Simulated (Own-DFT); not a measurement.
## Calculated data, InAs (zincblende, strongly disordered by large displacements)

Computed with Own-DFT development build. A calculation, not a measurement: plane-wave PBE density functional theory by an unreviewed code, no spin, of a simulated periodic cell, stress positive in tension, free energy of the whole cell less one offset for each atom, forces on such cells passed a denser k mesh, this cell's mesh not checked; broken bonds can close the gap or carry spin, so checks made on this kind of crystal may not hold here; offsets are fitted by least squares, one for each functional and potential file, so energies compare only between cells with the same atoms and settings and are not formation energies; the far tail of each file's local potential was reset to the Coulomb form; each entry is a single point on an unrelaxed cell, so the pressure reflects the starting lattice, mostly measured values (interpolated for alloys), from which strain is counted, and rises with the displacements; printed positions are rounded, which can move forces by about a meV/angstrom; the program, named Own-DFT, is a retired in-house code; no spin-orbit coupling.

Entry: InAs (zincblende, strongly disordered by large displacements)

```
InAs
1.0
     12.1166     0.0000     0.0000
      0.0000    12.1166     0.0000
      0.0000     0.0000    12.1166
In As In As In As In As In As In As In As In As
4 4 4 4 4 4 4 4 4 4 4 4 4 4 4 4
Direct
  0.03506 0.02606 0.98923
  0.98130 0.25428 0.25366
  0.26594 0.02169 0.24298
  0.26767 0.24050 0.98083
  0.11674 0.14324 0.09938
  0.10853 0.37231 0.37406
  0.35720 0.13565 0.37188
  0.38304 0.38035 0.11774
  0.95660 0.00045 0.53015
  0.01980 0.27844 0.73583
  0.24391 0.97088 0.72497
  0.25596 0.26120 0.48107
  0.14055 0.10797 0.62461
  0.12889 0.37506 0.86608
  0.38314 0.13808 0.87553
  0.37444 0.39250 0.62751
  0.00167 0.47836 0.02132
  0.03471 0.74766 0.25022
  0.26101 0.50801 0.24452
  0.26912 0.73253 0.00737
  0.12352 0.62930 0.13441
  0.15054 0.87303 0.39311
  0.37084 0.63556 0.39999
  0.36840 0.89426 0.12668
  0.01661 0.49601 0.47577
  0.98275 0.74329 0.75872
  0.22411 0.48391 0.71100
  0.26978 0.73792 0.50757
  0.09371 0.65676 0.63809
  0.10638 0.85695 0.90289
  0.37964 0.60442 0.86688
  0.36483 0.88000 0.62981
  0.50384 0.00743 0.99441
  0.53552 0.28676 0.23710
  0.76256 0.01967 0.23645
  0.73351 0.26043 0.02979
  0.61917 0.14203 0.13485
  0.59986 0.38815 0.36953
  0.85129 0.14218 0.35911
  0.87073 0.35992 0.08928
  0.45306 0.99319 0.52179
  0.49920 0.26219 0.76033
  0.75078 0.99615 0.75161
  0.75538 0.25903 0.52545
  0.59524 0.13526 0.65179
  0.61595 0.38275 0.85848
  0.88687 0.11904 0.85528
  0.87283 0.38014 0.62501
  0.49431 0.51520 0.00786
  0.49285 0.76195 0.24954
  0.77226 0.53682 0.25444
  0.75372 0.75820 0.97732
  0.65390 0.65740 0.11659
  0.62738 0.89570 0.38634
  0.87472 0.63598 0.36368
  0.88314 0.85628 0.15447
  0.48269 0.49277 0.47096
  0.52835 0.73354 0.76625
  0.75884 0.48723 0.75461
  0.78533 0.74960 0.50995
  0.60174 0.62247 0.62522
  0.63080 0.89565 0.83974
  0.85619 0.63606 0.89457
  0.85475 0.85815 0.63511
```

| Item | Value |
| --- | --- |
| functional | PBE |
| potential files | PseudoDojo norm-conserving, scalar-relativistic, standard set |
| wave cutoff | 42 hartree |
| occupations | Fermi-Dirac |
| smearing width | 0.1 eV |
| hardware | one NVIDIA H200 |
| k mesh | 3 x 3 x 3 centred on Gamma |
| free energy of cell above offsets | 2.118 eV |
| pressure | 9.72 GPa |
| stress xx | -9.22 GPa |
| stress yy | -10.53 GPa |
| stress zz | -9.42 GPa |
| stress yz | -4.8 GPa |
| stress xz | 2.26 GPa |
| stress xy | 0.03 GPa |
| wall time | 1108 s |

Force:
| element | x (eV/Å) | y (eV/Å) | z (eV/Å) |
| --- | --- | --- | --- |
| In | -4.07 | -3.606 | -3.103 |
| In | 0.921 | 0.293 | -1.634 |
| In | -3.133 | -0.549 | -0.356 |
| In | -2.517 | 2.688 | 2.331 |
| As | 3.035 | 3.681 | 5.187 |
| As | 3.244 | -2.191 | -2.897 |
| As | 3.665 | 0.181 | -0.003 |
| As | -0.941 | -0.668 | 0.419 |
| In | 2.225 | 1.314 | -1.575 |
| In | -1.231 | -3.297 | -1.001 |
| In | -4.161 | 2.197 | 5.83 |
| In | -1.129 | 0.756 | 2.324 |
| As | -2.155 | 2.544 | -1.315 |
| As | 1.188 | 1.267 | 2.282 |
| As | 1.122 | -3.409 | -2.391 |
| As | 1.215 | -1.919 | -1.524 |
| In | 2.397 | 3.082 | -2.166 |
| In | -1.338 | 2.951 | 3.339 |
| In | -0.234 | -0.276 | 0.819 |
| In | -0.362 | 0.633 | -0.757 |
| As | 1.704 | -3.125 | -2.863 |
| As | -1.253 | 0.857 | -0.835 |
| As | 2.172 | -2.203 | -5.807 |
| As | 1.078 | -1.6 | -1.358 |
| In | -3.286 | 3.982 | 3.446 |
| In | -1.967 | 2.033 | 3.819 |
| In | -1.649 | 2.498 | 1.323 |
| In | -4.563 | 3.308 | 3.724 |
| As | 3.984 | -3.674 | -4.231 |
| As | 1.563 | -0.765 | -1.439 |
| As | -1.218 | 1.268 | -0.964 |
| As | 2.41 | -7.745 | 1.407 |
| In | 0.282 | -0.22 | -0.093 |
| In | -4.129 | -2.641 | -2.751 |
| In | -1.361 | -2.951 | -0.738 |
| In | -3.207 | -2.114 | -5.352 |
| As | -0.57 | -3.401 | -0.54 |
| As | 6.588 | 1.524 | 2.888 |
| As | 0.746 | 0.454 | 3.687 |
| As | 2.218 | 1.969 | 4.854 |
| In | 4.549 | 4.567 | -4.613 |
| In | -2.129 | 0.987 | -0.154 |
| In | 3.278 | 4.685 | -2.81 |
| In | -2.777 | -1.841 | -1.458 |
| As | 2.289 | -2.321 | -3.146 |
| As | 1.159 | 1.03 | 3.411 |
| As | 0.072 | 1.159 | 0.698 |
| As | 2.384 | 1.532 | -0.526 |
| In | 2.421 | 0.206 | 0.21 |
| In | 1.261 | 0.469 | 0.603 |
| In | -4.277 | -4.318 | -4.155 |
| In | -2.443 | 6.032 | 2.169 |
| As | -2.977 | -1.67 | 1.582 |
| As | -0.313 | -0.349 | 0.067 |
| As | 4.839 | 2.355 | 3.714 |
| As | -0.831 | 1.318 | -1.778 |
| In | -0.6 | 1.072 | 3.559 |
| In | -2.17 | 0.774 | 0.97 |
| In | -0.886 | 2.159 | 0.25 |
| In | -5.056 | -3.362 | -4.08 |
| As | 2.632 | -1.786 | -2.441 |
| As | -4.215 | -3.19 | 5.224 |
| As | 4.332 | -5.657 | -3.255 |
| As | 2.177 | 3.024 | 3.976 |
